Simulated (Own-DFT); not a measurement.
# What a defect does to the pressure of its cell: zincblende GaAs

Source: density functional calculations with Own-DFT, an unreviewed in-house program that is no longer used. Nothing was measured or relaxed, and spin and spin-orbit coupling are left out.

Settings: PBE; PseudoDojo norm-conserving scalar-relativistic files; cutoff 42 hartree; 3 x 3 x 3 k mesh centred on Gamma; Fermi-Dirac smearing of 0.1 eV.

Caveats (not all hold for every row): not probed for a lower state with spin; forces not confirmed at this smearing and k mesh; stress not checked against mesh or cutoff.

All runs share one cell, with vectors in Å (11.737, 0.000, 0.000); (0.000, 11.737, 0.000); (0.000, 0.000, 10.833) and a volume of 1492.4 Å³, strained against the parent crystal. The atoms are randomly displaced, by u rms on each axis. The defect's site can differ from row to row.

```
cell,formula,u (Å),P (GPa)
no defect,As32Ga32,0.0334,1.34
no defect,As32Ga32,0.0489,1.52
no defect,As32Ga32,0.0526,1.50
one In on a Ga site,As32Ga31In,0.0462,2.09
one In on a Ga site,As32Ga31In,0.0483,?
one In on a Ga site,As32Ga31In,0.0494,2.20
one In on a Ga site,As32Ga31In,0.0529,2.07
one As vacancy and one Ga vacancy,As31Ga31,0.0311,0.97
one As vacancy and one Ga vacancy,As31Ga31,0.0483,1.36
one As vacancy and one Ga vacancy,As31Ga31,0.0507,1.31
one P on an As site,As31Ga32P,0.0284,1.01
one P on an As site,As31Ga32P,0.0300,1.05
one P on an As site,As31Ga32P,0.0319,1.04
one Al on a Ga site,AlAs32Ga31,0.0311,1.25
one Al on a Ga site,AlAs32Ga31,0.0491,1.43
one Al on a Ga site,AlAs32Ga31,0.0507,1.58
```

## Fit

P = P0 + c u² + a shift for each defect gives P0 = 1.12 GPa, c = 162 ± 32 GPa/Å² and a scatter of 0.07 GPa. The shifts, and each times the cell's volume:

- one In on a Ga site: 0.61 ± 0.06 GPa, 5.7 eV
- one Al on a Ga site: -0.02 ± 0.06 GPa, -0.2 eV (not resolved)
- one As vacancy and one Ga vacancy: -0.22 ± 0.06 GPa, -2.1 eV
- one P on an As site: -0.23 ± 0.07 GPa, -2.1 eV

Against the defect-free cell, a freed cell would be larger where the shift is positive and smaller where it is negative (160.2 GPa Å³ is 1 eV). The atoms around the defects weren't relaxed, which would change these numbers.

## Test on the hidden row

Question: what pressure belongs in the blank (one In on a Ga site, u = 0.0483 Å)?

Estimate: 2.10 ± 0.08 GPa. The run itself gave 2.12 GPa.
